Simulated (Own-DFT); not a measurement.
GaN (wurtzite, strained, atoms displaced) (calculated)

A calculation, not a measurement: plane-wave PBE density functional theory by an unreviewed code, no spin, of a simulated periodic cell, stress positive in tension, free energy of the whole cell less one offset for each atom, forces on such cells passed a denser k mesh, this cell's mesh not checked; offsets are fitted by least squares, one for each functional and potential file, so energies compare only between cells with the same atoms and settings and are not formation energies; the far tail of each file's local potential was reset to the Coulomb form; each entry is a single point on an unrelaxed cell, so the pressure reflects the starting lattice, mostly measured values (interpolated for alloys), from which strain is counted, and rises with the displacements; printed positions are rounded, which can move forces by about a meV/angstrom; the program, named Own-DFT, is a retired in-house code; no spin-orbit coupling. Program: Own-DFT development build.

## GaN (wurtzite, strained, atoms displaced)

```
GaN
1.0
     12.7560     0.0000     0.0000
     -4.7835     8.2853     0.0000
      0.0000     0.0000    10.1626
Ga N Ga N Ga N Ga N Ga N Ga N Ga N Ga N Ga N Ga N Ga N Ga N Ga N Ga N Ga N Ga N Ga N Ga N Ga N Ga N Ga N Ga N Ga N Ga N
2 2 2 2 2 2 2 2 2 2 2 2 2 2 2 2 2 2 2 2 2 2 2 2 2 2 2 2 2 2 2 2 2 2 2 2 2 2 2 2 2 2 2 2 2 2 2 2
Direct
  0.08272 0.21979 0.00019
  0.16347 0.11133 0.26292
  0.08080 0.21939 0.19221
  0.16485 0.12106 0.44693
  0.09126 0.22378 0.50081
  0.16201 0.09784 0.74883
  0.08060 0.21251 0.68084
  0.16717 0.10402 0.94004
  0.07596 0.54615 0.99970
  0.16306 0.44978 0.23963
  0.08577 0.55565 0.18594
  0.16959 0.44128 0.43768
  0.07715 0.55292 0.50754
  0.16980 0.44968 0.75067
  0.08467 0.56099 0.68875
  0.17228 0.44482 0.95126
  0.08380 0.89060 0.99627
  0.16668 0.78336 0.24796
  0.08557 0.88289 0.19078
  0.16102 0.77024 0.43170
  0.08388 0.88967 0.49802
  0.16493 0.77979 0.74596
  0.08422 0.89673 0.68932
  0.16527 0.76931 0.94202
  0.34071 0.23340 0.99829
  0.41086 0.09624 0.25651
  0.33161 0.22947 0.18839
  0.41804 0.10776 0.43644
  0.34489 0.23181 0.49769
  0.41945 0.11967 0.75265
  0.33727 0.23127 0.68563
  0.41896 0.11902 0.93749
  0.33307 0.55878 0.99668
  0.41969 0.44977 0.24871
  0.32684 0.55986 0.19737
  0.42099 0.45261 0.43897
  0.33445 0.56060 0.49666
  0.42001 0.44607 0.74046
  0.33614 0.55323 0.68705
  0.41258 0.44703 0.93571
  0.33075 0.88366 0.00157
  0.41704 0.78021 0.24793
  0.32983 0.88961 0.18724
  0.41618 0.77295 0.44711
  0.33093 0.88521 0.49557
  0.41338 0.77916 0.75069
  0.32901 0.87741 0.68766
  0.41402 0.78683 0.93302
  0.57842 0.21696 0.00163
  0.67017 0.11828 0.25200
  0.58506 0.22936 0.19069
  0.66885 0.11705 0.43980
  0.57917 0.21514 0.50181
  0.65928 0.10994 0.74201
  0.57906 0.22873 0.68911
  0.67125 0.11718 0.94500
  0.58625 0.55573 0.99812
  0.66619 0.43704 0.24997
  0.58605 0.56329 0.18920
  0.66639 0.44733 0.44315
  0.58508 0.55648 0.49758
  0.66545 0.44470 0.74622
  0.57905 0.54805 0.68949
  0.66615 0.45453 0.93741
  0.57955 0.89133 0.00078
  0.65869 0.77854 0.24580
  0.59338 0.89666 0.19354
  0.65999 0.77103 0.43393
  0.58159 0.88931 0.49392
  0.65591 0.76651 0.74937
  0.59076 0.88949 0.68594
  0.67150 0.78359 0.92898
  0.83656 0.21685 0.99631
  0.92222 0.12488 0.25238
  0.83275 0.22233 0.18183
  0.91452 0.11447 0.42771
  0.83440 0.21142 0.49807
  0.92014 0.11681 0.74924
  0.84433 0.22766 0.69127
  0.91431 0.11512 0.93819
  0.83351 0.56117 0.00451
  0.92212 0.44767 0.25558
  0.83532 0.55897 0.18634
  0.90807 0.43732 0.43823
  0.83328 0.55853 0.50538
  0.92416 0.45487 0.74103
  0.82982 0.55445 0.68306
  0.91419 0.45175 0.94409
  0.84358 0.88973 0.99289
  0.91502 0.77641 0.25060
  0.82611 0.88072 0.19164
  0.91545 0.77412 0.43851
  0.83639 0.88832 0.49899
  0.91685 0.78322 0.74145
  0.83274 0.88757 0.69427
  0.91607 0.78907 0.93865
```

```
functional                        : PBE
potential files                   : PseudoDojo norm-conserving, scalar-relativistic, standard set with the stringent files for Ga
wave cutoff                       : 96 hartree
occupations                       : Gaussian
smearing width                    : 0.01 eV
k mesh                            : 3 x 4 x 3 centred on Gamma
free energy of cell above offsets : -2.711 eV
pressure                          : 11.49 GPa
stress xx                         : -10.13 GPa
stress yy                         : -8.52 GPa
stress zz                         : -15.84 GPa
stress yz                         : -0.52 GPa
stress xz                         : 0.55 GPa
stress xy                         : 1.66 GPa
```

Force:
| element | x (eV/Å) | y (eV/Å) | z (eV/Å) |
| --- | --- | --- | --- |
| Ga | 0.448 | -0.455 | 0.149 |
| Ga | 0.514 | 0.086 | -2.205 |
| N | 0.813 | 0.592 | -0.673 |
| N | 3.816 | -2.413 | -0.734 |
| Ga | -3.392 | 1.52 | -0.448 |
| Ga | 0.226 | 3.86 | 0.704 |
| N | 0.268 | 1.284 | 2.425 |
| N | -0.174 | 1.48 | -0.459 |
| Ga | 0.394 | 0.672 | -0.206 |
| Ga | 1.092 | -1.442 | 1.916 |
| N | -1.564 | 0.9 | 0.451 |
| N | -1.417 | 0.788 | -0.005 |
| Ga | 0.98 | -0.755 | -2.68 |
| Ga | 0.544 | -1.147 | 0.136 |
| N | 0.904 | 0.013 | 0.751 |
| N | -1.845 | -0.634 | -2.018 |
| Ga | 0.433 | -1.036 | 0.907 |
| Ga | 0.585 | -1.775 | -0.464 |
| N | -1.927 | 1.56 | -0.318 |
| N | 0.281 | 0.729 | 1.705 |
| Ga | -0.114 | 0.19 | -0.353 |
| Ga | 0.267 | 0.314 | 1.25 |
| N | 0.656 | -3.034 | -1.146 |
| N | -0.549 | 0.638 | -0.822 |
| Ga | -1.083 | -0.96 | 0.475 |
| Ga | -0.383 | 2.818 | -2.204 |
| N | 0.601 | -1.071 | 0.814 |
| N | -0.625 | -0.315 | 1.302 |
| Ga | -1.263 | -0.22 | -0.108 |
| Ga | -0.983 | -1.198 | -0.664 |
| N | -0.123 | -2.013 | 0.234 |
| N | -0.224 | -1.284 | 0.596 |
| Ga | 1.001 | 0.676 | 1.088 |
| Ga | -0.415 | 0.001 | -0.149 |
| N | 1.943 | 0.387 | -1.553 |
| N | -0.141 | -0.721 | -0.096 |
| Ga | -0.021 | -1.657 | 0.282 |
| Ga | -1.162 | -0.16 | 1.537 |
| N | -1.022 | 0.719 | 0.397 |
| N | 0.891 | 0.747 | -0.149 |
| Ga | -1.192 | 1.158 | -0.801 |
| Ga | 0.365 | 0.077 | 0.639 |
| N | 1.069 | -0.521 | 0.379 |
| N | -0.774 | 1.797 | -1.802 |
| Ga | -0.205 | -0.557 | 0.663 |
| Ga | 1.516 | -0.469 | -1.398 |
| N | -0.759 | 2.049 | -0.407 |
| N | 1.273 | -0.87 | 1.46 |
| Ga | 1.113 | 1.469 | -0.207 |
| Ga | 0.246 | 0.265 | -0.782 |
| N | -0.442 | -2.347 | -0.042 |
| N | -0.221 | -0.809 | 0.397 |
| Ga | 0.56 | 1.571 | -0.567 |
| Ga | 1.761 | 0.486 | 1.371 |
| N | 1.191 | -1.047 | -0.239 |
| N | -1.224 | -0.656 | -1.425 |
| Ga | -1.558 | 1.309 | 0.209 |
| Ga | -0.396 | 2.464 | 0.542 |
| N | 0.021 | -1.456 | -0.404 |
| N | 0.475 | -1.064 | -0.464 |
| Ga | -0.215 | 0.243 | 0.103 |
| Ga | 0.235 | 0.677 | 0.965 |
| N | 0.856 | 0.962 | -0.864 |
| N | 1.577 | -1.655 | -0.239 |
| Ga | 1.568 | 0.14 | -0.567 |
| Ga | 2.972 | -0.538 | 0.653 |
| N | -3.589 | 0.443 | -1.087 |
| N | 0.689 | 1.272 | 0.971 |
| Ga | 1.016 | -0.025 | 0.535 |
| Ga | 1.529 | 0.803 | -0.667 |
| N | -2.246 | 0.333 | -0.257 |
| N | -0.838 | -0.28 | 2.425 |
| Ga | -1.995 | 1.716 | 0.248 |
| Ga | -0.927 | -2.125 | -2.52 |
| N | 0.176 | 0.785 | 1.4 |
| N | 1.687 | -1.031 | 3.041 |
| Ga | -1.005 | 1.317 | 0.9 |
| Ga | 0.256 | -1.161 | 0.083 |
| N | -2.238 | 0.187 | -0.742 |
| N | 2.461 | -0.573 | -0.395 |
| Ga | -0.382 | 0.025 | -1.299 |
| Ga | -0.853 | -0.266 | -1.701 |
| N | 0.147 | -0.757 | 1.578 |
| N | 0.824 | 0.518 | 1.233 |
| Ga | -0.213 | -0.862 | -2.411 |
| Ga | -1.707 | -1.412 | 1.92 |
| N | 0.754 | 0.552 | 2.229 |
| N | 0.499 | -0.955 | -1.715 |
| Ga | -4.582 | 1.517 | 2.201 |
| Ga | -0.415 | 0.345 | -0.655 |
| N | 0.894 | 1.38 | -0.72 |
| N | 0.449 | 0.648 | 0.554 |
| Ga | -1.362 | 0.216 | -0.243 |
| Ga | -0.025 | -0.899 | 1.233 |
| N | -0.87 | 0.413 | -1.322 |
| N | 3.827 | -2.485 | -1.657 |
